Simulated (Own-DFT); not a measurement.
# Point defects and the pressure they add: grey tin

No measurement is shown. These are fixed-geometry runs of a retired plane-wave code named Own-DFT, which no person has reviewed; spin and spin-orbit coupling are neglected.

All runs used: PBE; PseudoDojo norm-conserving scalar-relativistic files; cutoff 42 hartree; 3 x 3 x 3 k mesh centred on Gamma; cold (Marzari-Vanderbilt) smearing of 0.2 eV.

Keep in mind (not all hold for every row): not probed for a lower state with spin; forces on such cells moved up to 12 meV/angstrom on a denser k mesh; stress not checked against mesh or cutoff.

All runs share one cell, with vectors in Å (12.978, 0.000, 0.000); (0.000, 12.978, 0.000); (0.000, 0.000, 12.978) and a volume of 2185.9 Å³. u is the rms random offset of the atoms per axis. The defect's site can differ from row to row.

| cell | formula | u (Å) | P (GPa) |
|---|---|---|---|
| no defect | Sn64 | 0.0223 | 3.38 |
| no defect | Sn64 | 0.0506 | 3.66 |
| no defect | Sn64 | 0.0515 | 3.64 |
| one Sn vacancy | Sn63 | 0.0309 | 3.22 |
| one Sn vacancy | Sn63 | 0.0328 | 3.24 |
| one Sn vacancy | Sn63 | 0.0473 | ? |
| one Sn vacancy | Sn63 | 0.0512 | 3.42 |
| two Sn vacancies | Sn62 | 0.0286 | 3.09 |
| two Sn vacancies | Sn62 | 0.0304 | 3.14 |
| two Sn vacancies | Sn62 | 0.0473 | 3.33 |

## Fit

P = P0 + c u² + a shift for each defect gives P0 = 3.31 GPa, c = 132 ± 8 GPa/Å² and a scatter of 0.02 GPa. The shifts, and each times the cell's volume:

- one Sn vacancy: -0.22 ± 0.02 GPa, -3.0 eV
- two Sn vacancies: -0.30 ± 0.02 GPa, -4.1 eV (-2.0 eV for each of its 2 sites)

Against the defect-free cell, a freed cell would be larger where the shift is positive and smaller where it is negative (160.2 GPa Å³ is 1 eV). The atoms around the defects weren't relaxed, which would change these numbers.

## Withheld run

Question: what pressure belongs in the blank (one Sn vacancy, u = 0.0473 Å)?

The fitted form gives 3.38 ± 0.02 GPa. The hidden result is 3.36 GPa.
